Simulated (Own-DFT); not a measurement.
Simulation results for Si3N4 (beta silicon nitride, strained, atoms displaced)

Computed with Own-DFT development build. A calculation, not a measurement: plane-wave PBE density functional theory by an unreviewed code, no spin, of a simulated periodic cell, stress positive in tension, free energy of the whole cell less one offset for each atom, forces on such cells moved up to 12 meV/angstrom on a denser k mesh; offsets are fitted by least squares, one for each functional and potential file, so energies compare only between cells with the same atoms and settings and are not formation energies; the far tail of each file's local potential was reset to the Coulomb form; each entry is a single point on an unrelaxed cell, so the pressure reflects the starting lattice, mostly measured values (interpolated for alloys), from which strain is counted, and rises with the displacements; printed positions are rounded, which can move forces by about a meV/angstrom; the program, named Own-DFT, is a retired in-house code; no spin-orbit coupling; before rounding, a Quantum ESPRESSO 7.3.1 run of the same cell and cutoff gave forces within 1 meV/angstrom rms on each cell, which checks the program and not the settings.

```xyz
112
Lattice="15.4684 -0.2934 -0.1384 -7.9883 13.4657 0.1787 -0.0529 0.0483 5.9046" Properties=species:S:1:pos:R:3:force_x:R:1:force_y:R:1:force_z:R:1 formula=Si3N4 functional=PBE potential_files=PseudoDojo_norm-conserving,scalar-relativistic,standard_set wave_cutoff=42 occupations=Fermi-Dirac smearing_width=0.1 k_mesh=2_x_2_x_4_centred_on_Gamma free_energy_of_cell_above_offsets=-9.378 pressure=-2.38 stress_xx=3.92 stress_yy=-0.52 stress_zz=3.73 stress_yz=2.74 stress_xz=-2 stress_xy=-5.9
Si    -1.7278     5.2231     0.7430      0.698     -2.213      3.233
Si     0.1878     2.6932     0.7913     -2.093      0.263     -0.977
Si     1.3186     5.4396     0.7705      -2.33      2.289      1.651
Si     5.3806     1.4265     2.0771        1.3      2.123      1.402
Si     3.4924     3.9120     2.2297      1.959      0.588     -0.698
Si     2.3812     1.1581     2.2031      0.869     -1.083     -1.184
N      2.4203     0.1684     0.6769     -0.673      1.175      0.799
N      6.3042     1.8997     0.6823     -1.043     -0.721     -0.979
N      2.7427     4.5307     0.7676      0.134     -1.152      0.758
N      1.3017     6.5097     2.2455      0.032     -3.375      0.451
N     -2.5846     4.7062     2.2631     -0.617      0.141      0.239
N      1.0198     2.1755     2.1856     -0.685      0.032      2.336
N     -0.1182     4.3816     0.8776       0.98      1.513     -0.647
N      3.7523     2.2183     2.1539      1.142     -1.999      0.426
Si    -1.8133     5.2416     3.7387      1.326      -0.45     -0.541
Si     0.1645     2.6722     3.7539     -0.642      2.213     -1.343
Si     1.2585     5.3894     3.7452      0.883      3.418     -1.397
Si     5.4410     1.4362     5.0597     -0.351      3.445      0.877
Si     3.4239     4.0136     5.2874      3.501     -2.091     -3.598
Si     2.3529     1.1572     5.0759      0.399      0.523      1.998
N      2.3948     0.0933     3.6740      0.223      6.963       -0.6
N      6.4009     1.8723     3.6443     -3.691     -0.756     -0.931
N      2.7288     4.3773     3.6336     -1.615      1.063      3.365
N      1.3201     6.4492     5.2184      -0.11     -1.453     -0.348
N     -2.5499     4.6825     5.2718     -1.317      0.822     -2.372
N      0.9642     2.2603     5.2001      0.775     -1.218      0.044
N     -0.1219     4.4408     3.8196     -1.053     -0.684     -0.387
N      3.7180     2.1799     5.2282      1.471      0.875     -0.983
Si    -5.7826    11.9689     0.9177      1.439     -2.981     -0.891
Si    -3.7974     9.3466     0.8323      -1.95      2.683      1.068
Si    -2.7019    12.1867     0.8697     -0.216     -0.558     -1.311
Si     1.4658     8.2222     2.2719     -2.924     -1.153      3.579
Si    -0.4581    10.6582     2.2547      2.144     -2.625      2.645
Si    -1.6161     7.9661     2.3044     -0.022     -0.425     -1.427
N     -1.5259     6.8838     0.9313     -0.761      1.442     -2.931
N      2.2984     8.5657     0.9322      2.184      1.825     -4.601
N     -1.2294    11.1767     0.9257      -1.72       1.27     -4.601
N     -2.6871    13.1810     2.2990     -0.399      0.553     -0.177
N     -6.5188    11.3834     2.3871     -1.341      0.855      0.028
N     -3.0693     8.9422     2.3377      0.482     -0.057     -0.031
N     -4.1462    11.2021     0.8032      0.442     -0.646      0.066
N     -0.2063     8.8425     2.2671      1.396      3.312     -0.459
Si    -5.8345    12.0099     3.8936      1.558     -6.918     -1.969
Si    -3.9248     9.5155     3.7490      1.839     -0.084      1.314
Si    -2.7518    12.2725     3.7367      1.216     -1.998      2.033
Si     1.4399     8.1617     5.3242     -1.117       1.27      -2.14
Si    -0.4013    10.7288     5.2554     -4.072     -3.266     -0.326
Si    -1.6391     7.9108     5.2669      1.025     -0.724     -0.274
N     -1.6037     7.0215     3.6429     -0.943     -3.033      5.117
N      2.2300     8.6590     3.7634      1.188      0.234      1.326
N     -1.2704    11.0718     3.7078     -1.538      2.231       2.21
N     -2.6792    13.2562     5.2944     -0.303     -3.381     -0.965
N     -6.6879    11.4447     5.2319      4.031      2.377       2.48
N     -2.9869     8.9796     5.3743     -1.145     -0.076     -2.965
N     -4.1456    11.2173     3.7309     -0.488      1.157      0.834
N     -0.2462     8.8987     5.1892      1.787       1.25      0.995
Si     6.0420     5.0022     0.6934     -0.764      1.133      2.415
Si     7.9145     2.5128     0.6628     -0.601      2.108       0.09
Si     9.0455     5.3558     0.7166     -0.665     -0.879     -0.372
Si    13.1504     1.3186     2.1208      0.164      0.871     -1.098
Si    11.2069     3.7411     2.1816      2.249       0.18     -1.863
Si    10.0733     0.9990     2.0798      1.074      0.375      1.407
N     10.1946     0.0098     0.6659     -0.614      0.435     -1.473
N     14.0231     1.7346     0.6416      -0.16     -0.873     -0.527
N     10.4481     4.2438     0.6477     -0.638      0.725      0.341
N      8.9779     6.3035     2.2310      0.419      1.643     -2.683
N      5.0684     4.6554     2.1520      1.839      0.021       1.54
N      8.6309     2.0224     2.1610      1.567     -0.282     -0.405
N      7.5776     4.3555     0.8094      3.056      -2.34     -0.611
N     11.5403     2.0272     2.0873     -1.079     -0.605      0.565
Si     6.0428     5.0550     3.6576     -1.519     -2.087      0.497
Si     7.8862     2.6775     3.6355        0.9     -2.962     -0.491
Si     8.9663     5.3710     3.5721      2.502     -0.057      3.306
Si    13.1359     1.2858     4.9897     -0.262      5.237      2.505
Si    11.2285     3.7624     5.0562      0.423      0.673      1.217
Si    10.0533     1.0021     5.0662      2.291      0.158     -0.816
N     10.1830     0.0226     3.5426     -0.981      0.803      1.586
N     14.0350     1.7755     3.5939     -1.089     -1.037     -0.904
N     10.3914     4.2742     3.5942     -0.028      0.476      0.625
N      8.9132     6.2835     5.1100      0.718      1.466     -0.274
N      5.2073     4.6151     5.2185     -2.555     -1.024     -3.219
N      8.7315     2.0894     5.0660     -1.247      0.388      1.103
N      7.7194     4.3070     3.6792     -3.865      1.397     -0.105
N     11.4895     2.0841     5.1227      0.359      -1.96       -0.9
Si     2.0700    11.7688     0.7579     -1.453     -1.068       2.46
Si     3.9061     9.3344     0.7732     -1.357     -1.558      0.886
Si     5.0215    12.0285     0.8028      1.263      1.599     -0.304
Si     9.1612     8.0777     2.2271      0.173     -0.855     -1.544
Si     7.2782    10.4864     2.2325      0.676     -0.147      1.296
Si     6.1354     7.7112     2.3061     -0.224      0.061      -2.34
N      6.1987     6.7386     0.7751     -0.428      1.697      0.141
N     10.0356     8.4498     0.7631     -0.851     -0.566     -1.514
N      6.5319    11.0450     0.7998     -1.257      0.499     -1.251
N      4.9998    13.0209     2.3170      0.352      1.078     -3.004
N      1.1303    11.3625     2.3194      0.467     -0.124     -2.131
N      4.6723     8.8254     2.2370       2.23     -0.901      1.291
N      3.6384    11.0181     0.7674      0.106      0.821     -0.247
N      7.5757     8.7357     2.1755     -1.779      0.836      0.966
Si     1.9130    11.7653     3.7732      1.779     -0.271     -0.958
Si     3.9127     9.3614     3.7339      -2.84      -0.36      0.049
Si     5.0522    12.1795     3.7233     -2.356     -2.691      2.093
Si     9.0818     8.0714     5.1435      1.547     -0.548      0.409
Si     7.2989    10.5431     5.1612     -3.445     -1.194      1.507
Si     6.0834     7.7836     5.1659      0.378     -0.378      3.084
N      6.1513     6.7619     3.7957     -0.156      1.154     -1.724
N     10.0136     8.4881     3.6204     -1.037     -0.318      2.518
N      6.4129    11.0984     3.8054        0.5     -0.814     -2.212
N      4.9709    13.1562     5.1813     -0.133     -5.375      1.127
N      1.1305    11.2935     5.2520      2.438      1.808      0.439
N      4.6177     8.7949     5.2634      1.464     -0.282     -1.536
N      3.5113    11.0385     3.7068       2.57      1.491      0.538
N      7.5279     8.8210     5.2103     -1.389     -0.363     -0.712
```

Units: wave_cutoff in hartree; smearing_width, free_energy_of_cell_above_offsets in eV; pressure, stress_xx, stress_yy, stress_zz, stress_yz, stress_xz, stress_xy in GPa; force_x, force_y, force_z in eV/Å.
